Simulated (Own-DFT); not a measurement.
# Computed records: Hf$_{36}$O$_{71}$ (tetragonal hafnia with one neutral oxygen vacancy, atoms displaced)

Computed with Own-DFT development build. A calculation, not a measurement: plane-wave PBE and HSE06 DFT by an unreviewed code, no spin, of a simulated cell at Gamma alone, so results move with cell size and shape, stress positive in tension, energies less offsets, not probed for a lower state with spin; hafnium file: forces about 75 meV/angstrom off all-electron values; oxygen file: force components 24 meV/angstrom off all-electron in a glass; k mesh not checked against a denser one; forces and stress are PBE's, HSE06 gives the energy alone, and its difference from PBE has offsets of its own; offsets are fitted by least squares, one for each functional and potential file, so energies compare only between cells with the same atoms and settings and are not formation energies; the far tail of each file's local potential was reset to the Coulomb form; each entry is a single point on an unrelaxed cell, so the pressure reflects the starting lattice, taken from the Materials Project, from which strain is counted, and rises with the displacements; printed positions are rounded, which can move forces by about a meV/angstrom; the program is a retired in-house code; no spin-orbit coupling.

Common to all runs: first functional PBE; second functional HSE06; exact exchange share 0.25; screening 0.11 1/bohr; exchange divergence Gygi-Baldereschi; potential files PseudoDojo norm-conserving, scalar-relativistic, made for PBE, standard set; wave cutoff 48 hartree; occupations fixed; k mesh 1 x 1 x 1 centred on Gamma.

(1) Hf$_{36}$O$_{71}$ (tetragonal hafnia with one neutral oxygen vacancy, atoms displaced)

```
Hf36O71
1.0
     10.7800     0.0000     0.0000
      0.0000    10.7800     0.0000
      0.0000     0.0000    10.4493
Hf O Hf O Hf O Hf O Hf O Hf O Hf O Hf O Hf O Hf O Hf O Hf O Hf O Hf O Hf O Hf O Hf O Hf O
2 4 2 4 2 4 2 4 2 4 2 4 2 4 2 4 2 4 2 4 2 4 2 4 2 4 2 4 2 4 2 3 2 4 2 4
Direct
  0.00441 0.99248 0.00332
  0.16578 0.17000 0.24540
  0.00616 0.16865 0.15106
  0.17045 0.00093 0.34351
  0.00614 0.17313 0.40444
  0.16125 0.99877 0.09935
  0.00007 0.00132 0.49977
  0.16399 0.16558 0.75373
  0.00165 0.16389 0.65444
  0.17046 0.99987 0.84394
  0.99942 0.16249 0.90284
  0.16824 0.99728 0.59537
  0.00101 0.33249 0.00048
  0.17000 0.49211 0.24948
  0.00003 0.49612 0.14883
  0.16259 0.33486 0.34847
  0.00068 0.49974 0.39864
  0.16546 0.33291 0.09935
  0.99942 0.33543 0.49981
  0.15962 0.50231 0.75188
  0.00113 0.49983 0.65294
  0.16413 0.32870 0.84991
  0.99564 0.49906 0.89823
  0.16757 0.33670 0.60057
  0.00096 0.66542 0.99780
  0.16684 0.83267 0.24961
  0.00105 0.83633 0.15212
  0.16184 0.66530 0.35008
  0.99839 0.83357 0.40150
  0.16922 0.66833 0.09965
  0.00532 0.66998 0.49889
  0.16850 0.83250 0.75089
  0.99989 0.83433 0.65058
  0.17011 0.65921 0.85007
  0.00048 0.83270 0.90253
  0.16506 0.66752 0.59425
  0.33634 0.99891 0.99684
  0.50146 0.16174 0.25223
  0.33146 0.16778 0.15160
  0.49679 0.00464 0.35227
  0.33263 0.16393 0.40299
  0.49506 0.99765 0.09582
  0.33039 0.00190 0.50184
  0.50089 0.16681 0.75101
  0.33212 0.16887 0.65353
  0.49490 0.00050 0.84899
  0.33822 0.17041 0.90065
  0.49681 0.99978 0.59874
  0.33693 0.33538 0.00221
  0.50492 0.49777 0.25267
  0.32877 0.50181 0.15266
  0.49897 0.33583 0.34875
  0.33769 0.50251 0.40010
  0.50106 0.33181 0.09536
  0.33151 0.32829 0.50083
  0.49911 0.50017 0.75365
  0.33306 0.49635 0.65228
  0.49776 0.33014 0.84816
  0.33659 0.49832 0.90013
  0.49476 0.33772 0.59259
  0.33249 0.67506 0.99710
  0.49771 0.83425 0.24805
  0.33186 0.83703 0.14870
  0.49712 0.66839 0.34787
  0.33298 0.83327 0.40601
  0.50037 0.67072 0.10006
  0.33512 0.66822 0.50482
  0.49905 0.83181 0.74678
  0.33367 0.83245 0.65600
  0.50148 0.66162 0.84949
  0.33170 0.83058 0.90110
  0.50250 0.66588 0.60391
  0.66519 0.00076 0.99775
  0.83399 0.16575 0.25770
  0.66480 0.16571 0.15519
  0.82365 0.00258 0.34932
  0.67308 0.16369 0.40376
  0.82855 0.99530 0.09684
  0.66318 0.00233 0.50068
  0.83255 0.17063 0.75260
  0.66612 0.16442 0.65183
  0.83686 0.99874 0.84593
  0.66227 0.17100 0.90290
  0.83081 0.99930 0.59435
  0.66572 0.33378 0.99963
  0.83346 0.50332 0.25485
  0.66807 0.50059 0.15226
  0.83030 0.33107 0.35236
  0.66435 0.49308 0.40317
  0.83272 0.32999 0.09980
  0.66943 0.32820 0.50417
  0.83076 0.49963 0.74651
  0.66437 0.49419 0.65034
  0.82799 0.33381 0.84870
  0.66795 0.50369 0.90342
  0.66443 0.66998 0.99971
  0.82879 0.83034 0.24865
  0.66259 0.83358 0.14900
  0.83524 0.66781 0.34606
  0.66571 0.83499 0.40391
  0.83126 0.67083 0.09888
  0.67019 0.67075 0.49243
  0.82972 0.83171 0.74929
  0.67111 0.83356 0.65494
  0.83109 0.66619 0.85002
  0.67042 0.83292 0.90503
  0.83122 0.66717 0.59806
```

* PBE energy of cell above offsets: -100.702 eV
* HSE06 less PBE above offsets: -0.128 eV
* PBE pressure: 0.7 GPa
* PBE stress xx: -0.03 GPa
* PBE stress yy: -0.94 GPa
* PBE stress zz: -1.12 GPa
* PBE stress yz: 0.29 GPa
* PBE stress xz: -0.58 GPa
* PBE stress xy: -0.11 GPa

Force:
```csv
element,x (eV/Å),y (eV/Å),z (eV/Å)
Hf,-1.641,1.007,-0.252
Hf,0.44,-0.401,0.623
O,-1.698,-0.212,0.32
O,-0.389,-0.102,0.282
O,-0.592,-1.333,-0.157
O,1.739,-0.037,-0.494
Hf,-0.258,-0.025,0.23
Hf,0.453,0.84,-0.303
O,-0.755,0.314,-0.27
O,0.06,-0.674,0.538
O,-0.038,0.29,0.196
O,-0.654,-0.134,0.291
Hf,-0.221,-0.314,0.191
Hf,-0.397,1.471,0.068
O,-0.317,0.409,0.217
O,0.56,-0.603,0.242
O,-0.642,0.081,0.619
O,0.448,0.135,-0.067
Hf,0.235,0.415,0.565
Hf,1.715,-2.083,-0.388
O,-1.087,-0.148,-0.566
O,-0.26,0.955,0.063
O,0.316,0.113,0.246
O,-0.776,-0.309,-0.462
Hf,-0.311,-0.361,0.732
Hf,-0.202,-0.289,0.325
O,-0.604,-0.259,0.244
O,0.074,0.216,-0.343
O,-0.13,0.608,-0.039
O,-0.622,0.383,-0.626
Hf,-0.565,-0.348,-0.409
Hf,-0.938,0.011,-0.298
O,0.254,-0.119,0.337
O,-0.308,1.765,0.034
O,0.62,-0.673,-0.252
O,0.563,0.11,1.081
Hf,-0.978,1.133,0.164
Hf,-0.744,1.51,-0.372
O,0.645,-0.221,0.016
O,0.462,-1.159,-0.4
O,-0.021,0.468,-0.046
O,0.948,0.196,0.418
Hf,0.165,0.063,-0.615
Hf,-1.024,0.36,0.022
O,0.027,-0.299,-0.1
O,0.286,-0.682,-0.16
O,-0.331,-0.833,0.546
O,0.362,-0.298,0.302
Hf,-0.496,0.123,-0.479
Hf,-1.218,0.222,-0.045
O,1.453,-0.45,-0.191
O,0.076,-1.507,-0.587
O,-0.453,-0.216,0.577
O,0.045,0.351,0.499
Hf,0.039,1.258,0.016
Hf,-0.658,-0.798,-0.736
O,-0.428,0.848,0.384
O,0.483,0.694,-0.222
O,-0.037,0.401,0.613
O,1.223,-0.805,0.464
Hf,0.249,-2.664,1.181
Hf,-0.264,-0.344,0.2
O,0.183,-0.097,0.209
O,0.661,0.154,0.041
O,0.065,0.051,-0.211
O,-0.528,0.069,-0.262
Hf,0.302,-1.272,-0.834
Hf,0.721,-0.341,0.299
O,-0.128,-0.242,-0.169
O,-0.11,1.742,0.135
O,0.05,1.009,-0.655
O,0.261,0.514,-0.655
Hf,0.565,0.199,0.373
Hf,-0.004,0.42,-1.466
O,0.287,-0.279,0.055
O,0.928,-0.924,-0.336
O,-0.688,0.707,-0.032
O,0.702,0.195,-0.002
Hf,0.682,-0.194,0.339
Hf,0.681,-0.989,-0.052
O,0.118,0.573,-0.054
O,-0.721,0.198,-0.153
O,0.214,-1.181,-0.213
O,0.423,0.054,-0.044
Hf,0.539,0.678,0.345
Hf,0.42,-1.31,-1.047
O,0.144,0.09,0.285
O,0.214,0.527,0.358
O,0.373,1.402,-0.141
O,-0.056,-0.07,-0.237
Hf,-0.32,0.8,0.15
Hf,-0.313,0.368,0.42
O,0.746,-0.428,0.28
O,0.258,0.066,-0.684
O,-0.177,-0.709,-0.052
Hf,0.225,-0.736,0.239
Hf,0.579,1.22,-0.746
O,0.063,0.14,0.768
O,-0.67,-0.03,0.577
O,-0.033,-0.023,-0.588
O,0.57,0.017,0.094
Hf,-0.678,-1.321,1.226
Hf,1.135,0.27,0.373
O,-1.654,0.068,-0.471
O,0.321,0.161,-0.407
O,-0.508,0.592,-0.626
O,0.27,-0.188,-0.4
```

(2) Hf$_{36}$O$_{71}$ (tetragonal hafnia with one neutral oxygen vacancy, atoms displaced)

```
Hf36O71
1.0
     10.7800     0.0000     0.0000
      0.0000    10.7800     0.0000
      0.0000     0.0000    10.4493
Hf O Hf O Hf O Hf O Hf O Hf O Hf O Hf O Hf O Hf O Hf O Hf O Hf O Hf O Hf O Hf O Hf O Hf O
2 4 2 4 2 4 2 4 2 4 2 4 2 4 2 4 2 4 2 4 2 4 2 4 2 4 2 4 2 4 2 4 2 4 2 3
Direct
  0.00424 0.99959 0.99638
  0.16865 0.16812 0.25323
  0.00163 0.16891 0.15629
  0.16761 0.00634 0.34467
  0.99404 0.16656 0.40506
  0.17424 0.99196 0.10106
  0.99619 0.99989 0.50518
  0.16837 0.14955 0.75357
  0.99653 0.16182 0.64964
  0.16559 0.99776 0.84649
  0.00053 0.16614 0.89902
  0.16554 0.00201 0.59928
  0.00388 0.32929 0.99758
  0.16715 0.50190 0.25445
  0.99728 0.51329 0.15406
  0.16866 0.33561 0.34468
  0.99378 0.50189 0.39509
  0.17058 0.33711 0.09890
  0.00074 0.33720 0.49862
  0.16461 0.49657 0.75735
  0.99996 0.50549 0.65362
  0.16353 0.34105 0.84923
  0.99835 0.50103 0.90781
  0.16801 0.33613 0.60039
  0.00130 0.66205 0.99561
  0.16196 0.83217 0.24675
  0.99857 0.82730 0.14546
  0.17798 0.65314 0.34022
  0.99046 0.83391 0.39881
  0.15698 0.66855 0.09829
  0.99929 0.66630 0.50704
  0.16398 0.83508 0.75128
  0.99320 0.83263 0.65366
  0.15593 0.66566 0.84209
  0.00041 0.83443 0.90569
  0.16441 0.66762 0.59526
  0.33651 0.99891 0.00410
  0.49957 0.16605 0.25138
  0.33232 0.16276 0.15401
  0.50201 0.99939 0.35128
  0.33320 0.17337 0.40785
  0.49863 0.99714 0.09559
  0.33465 0.99301 0.49731
  0.50397 0.16442 0.74212
  0.33101 0.17803 0.64823
  0.49982 0.00568 0.84580
  0.33788 0.16551 0.90532
  0.49703 0.00121 0.59386
  0.33290 0.33318 0.00125
  0.50545 0.49247 0.24672
  0.33007 0.49424 0.14978
  0.49853 0.33044 0.34855
  0.33483 0.50543 0.39345
  0.50532 0.33708 0.10535
  0.33360 0.33155 0.50606
  0.49849 0.49738 0.75226
  0.32832 0.49915 0.65195
  0.49902 0.32994 0.84921
  0.32829 0.50519 0.90396
  0.50032 0.33384 0.60036
  0.32757 0.66214 0.99452
  0.50207 0.82827 0.24086
  0.34103 0.82964 0.16560
  0.51002 0.66614 0.35305
  0.32733 0.83169 0.40228
  0.49831 0.67197 0.09631
  0.33663 0.66311 0.48992
  0.49944 0.83432 0.74986
  0.32641 0.83636 0.65129
  0.50041 0.67077 0.84116
  0.33481 0.83269 0.90554
  0.50146 0.67351 0.59688
  0.67966 0.00096 0.00128
  0.82933 0.16080 0.24372
  0.67127 0.16887 0.14803
  0.83081 0.99275 0.34647
  0.66427 0.17306 0.40446
  0.83584 0.99539 0.10036
  0.66212 0.99176 0.49396
  0.83148 0.16924 0.74476
  0.66301 0.16530 0.66060
  0.82807 0.99645 0.84726
  0.66532 0.16150 0.89096
  0.83204 0.99314 0.59513
  0.66949 0.33968 0.99934
  0.83779 0.49880 0.25622
  0.66114 0.50126 0.15694
  0.82956 0.32799 0.34743
  0.65835 0.50122 0.39743
  0.83996 0.33164 0.09983
  0.66271 0.32816 0.50512
  0.82630 0.49825 0.75162
  0.66527 0.49747 0.65950
  0.83402 0.32591 0.85398
  0.66268 0.49573 0.90187
  0.83640 0.32811 0.60312
  0.66665 0.65875 0.99891
  0.82063 0.83293 0.25602
  0.67233 0.83896 0.15633
  0.82917 0.66755 0.35119
  0.66877 0.83855 0.40711
  0.82917 0.66699 0.09361
  0.66798 0.66149 0.49539
  0.82717 0.82770 0.75002
  0.83343 0.66167 0.85100
  0.66984 0.83234 0.90151
  0.83603 0.66942 0.59579
```

* PBE energy of cell above offsets: -97.585 eV
* HSE06 less PBE above offsets: 0.003 eV
* PBE pressure: 2.34 GPa
* PBE stress xx: -1.63 GPa
* PBE stress yy: -2.73 GPa
* PBE stress zz: -2.65 GPa
* PBE stress yz: -0.74 GPa
* PBE stress xz: -0.35 GPa
* PBE stress xy: 0.12 GPa

Force:
```csv
element,x (eV/Å),y (eV/Å),z (eV/Å)
Hf,-0.365,-1.088,1.245
Hf,-0.383,0.416,0.071
O,0.212,-0.41,-0.727
O,0.027,-1.335,0.527
O,0.292,0.126,0.188
O,-1.222,0.043,-0.607
Hf,0.089,0.159,-1.015
Hf,-0.143,3.601,-2.055
O,0.94,-0.195,0.651
O,-0.006,-0.805,1.461
O,0.511,-0.5,0.103
O,0.178,0.076,0.343
Hf,0.107,0.531,0.691
Hf,-0.11,-1.963,-2.362
O,0.116,-0.769,0.118
O,-0.469,-0.365,1.041
O,0.02,-0.232,1.107
O,-0.896,-0.664,-0.637
Hf,0.45,-0.946,0.047
Hf,-0.112,0.587,-2.182
O,-0.94,-0.424,0.065
O,0.268,-2.558,0.793
O,-0.134,-1.674,-0.844
O,-1.278,0.19,-0.674
Hf,-1.208,1.4,1.532
Hf,-0.439,-0.016,-0.009
O,-0.274,0.752,1.18
O,-0.692,4.203,1.599
O,1.529,-0.538,0.664
O,2.72,0.152,-0.554
Hf,0.546,0.537,-0.852
Hf,-0.378,-1.528,-1.141
O,1.145,0.096,0.204
O,0.635,0.574,0.83
O,0.14,0.282,-0.766
O,0.613,0.342,-0.5
Hf,0.857,0.261,-0.365
Hf,0.031,-0.055,0.105
O,0.593,0.391,-0.029
O,-0.247,-0.121,-0.71
O,0.161,-1.591,-0.747
O,1.17,0.099,0.375
Hf,-0.792,0.669,-0.181
Hf,-1.795,-0.138,2.026
O,0.037,-0.817,1.029
O,-0.402,-1.463,-0.495
O,-1.224,-0.059,-0.062
O,0.341,-0.312,0.505
Hf,0.26,0.083,0.387
Hf,-2.388,0.491,1.33
O,0.931,0.593,-0.333
O,0.107,0.136,0.232
O,0.617,-1.611,0.881
O,-0.603,-0.449,-0.991
Hf,-0.786,0.843,-0.413
Hf,-1.132,0.237,-0.5
O,1.262,0.21,0.374
O,-0.099,0.925,0.086
O,0.533,-1.32,-0.875
O,0.21,0.347,0.124
Hf,0.025,1.427,1.998
Hf,0.401,0.089,1.507
O,-2.396,0.033,-1.483
O,-0.458,0.635,-1.013
O,0.118,0,0.077
O,0.211,-0.307,-0.449
Hf,-0.512,0.219,1.196
Hf,0.135,0.634,-0.401
O,0.887,0.342,0.494
O,-0.038,-1.329,0.61
O,-0.49,-0.192,-0.084
O,0.177,0.009,-0.065
Hf,-1.647,0.129,-1.517
Hf,1.54,0.661,1.482
O,-1.271,-0.502,-0.148
O,-0.424,2.121,0.22
O,-0.035,-1.54,-0.189
O,0.935,0.805,-0.174
Hf,0.565,2.334,1.362
Hf,0.079,-0.993,0.909
O,1.527,0.515,-2.509
O,0.581,0.389,-0.064
O,0.329,1.066,1.887
O,-1.168,0.046,0.258
Hf,0.256,-2.853,0.568
Hf,0.089,-0.078,-0.755
O,2.345,0.028,-1.652
O,0.101,0.817,0.052
O,0.665,-1.55,1.211
O,-0.924,0.49,-0.363
Hf,0.884,0.703,-1.036
Hf,2.02,-0.366,0.243
O,-0.093,0.173,-1.006
O,-0.241,1.502,-0.449
O,0.144,0.714,-0.39
O,-0.772,0.487,-0.28
Hf,0.319,1.679,0.367
Hf,3.828,-0.962,-0.405
O,-2.164,-0.079,-1.274
O,-0.591,-0.609,-0.1
O,-0.027,-2.684,-0.53
O,-0.507,-0.306,0.124
Hf,-0.687,0.747,0.219
Hf,-0.526,0.748,0.065
O,-0.476,-0.004,-0.843
O,-0.28,-0.419,0.154
O,-1.564,-0.171,0.883
```
